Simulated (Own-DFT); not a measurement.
# Around an empty site: 2H SiC, 71 atoms (C35Si36), with one C vacancy

These are calculations, not measurements. They come from Own-DFT, an in-house plane-wave density functional program, since retired, whose code no person has reviewed. Each row is one single-point run on a periodic cell that was not relaxed, without spin or spin-orbit coupling.

Settings of every run: PBE; PseudoDojo norm-conserving scalar-relativistic files; cutoff 42 hartree; 4 x 4 x 3 k mesh centred on Gamma; Fermi-Dirac smearing of 0.1 eV.

Known limits: not probed for a lower state with spin; forces on such cells moved up to 12 meV/angstrom on a denser k mesh; stress not checked against mesh or cutoff.

Cell vectors in Å: (9.248, 0.000, 0.000); (-4.624, 8.009, 0.000); (0.000, 0.000, 10.068). Every atom was also moved at random, by a Gaussian of width 0.03 Å on each axis. The defect's site can differ from row to row. The empty site has 4 nearest neighbours, all Si. For each, d is its distance from the empty site and R the part of its force along the line away from it, positive outwards. The last column is the rms force component on atoms over 4.5 Å away.

| run | d1 (Å) | d2 (Å) | d3 (Å) | d4 (Å) | R1 (eV/Å) | R2 (eV/Å) | R3 (eV/Å) | R4 (eV/Å) | far F (eV/Å) |
|---|---|---|---|---|---|---|---|---|---|
| 1 | 1.839 | 1.879 | 1.892 | 1.898 | -0.07 | -0.26 | -0.57 | -0.39 | 0.80 |
| 2 | 1.851 | 1.853 | 1.877 | 1.932 | -0.46 | 0.01 | -0.40 | -0.49 | 0.89 |
| 3 | 1.842 | 1.867 | 1.891 | 1.917 | 0.20 | -0.37 | -0.30 | -1.06 | 0.88 |
| 4 | 1.865 | 1.881 | 1.939 | 1.940 | -0.38 | -0.35 | -0.62 | -0.96 | 0.90 |
| 5 | 1.863 | 1.871 | 1.918 | 1.959 | 0.05 | -0.26 | -0.44 | -1.18 | 0.80 |
| 6 | 1.899 | 1.902 | 1.910 | 1.917 | -0.57 | -0.66 | -0.81 | -0.41 | 0.89 |
| 7 | 1.858 | 1.867 | 1.870 | 1.899 | -0.18 | -0.50 | -0.11 | -0.97 | 0.85 |
| 8 | 1.861 | 1.876 | 1.886 | 1.889 | -0.27 | -0.11 | -0.78 | -0.31 | 0.82 |
| 9 | 1.877 | 1.910 | 1.931 | 1.940 | ? | ? | ? | ? | ? |

## Worked fit

A straight line through the 32 neighbours shown gives R = -0.44 - 8.3 (d - 1.888) eV/Å, with a scatter of 0.21 left by the moves of the other atoms. The slope, with an error of 1.3, is the pull back towards the neighbour's own site. The constant, -0.44 ± 0.04 eV/Å, is the force at the mean distance: with one bond gone, the neighbours are pushed inwards, towards the empty site. It shows how a relaxation would start, not where it would end, and it depends somewhat on the width of the random moves.

## Withheld run

Question: what mean R should the neighbours of run 9 feel? Their mean d is 1.914 Å.

The line gives -0.66 ± 0.06 eV/Å, by the scatter of the means of the runs shown. The calculation gave R = -0.74, -0.73, -1.32, -0.67, a mean of -0.87 eV/Å.
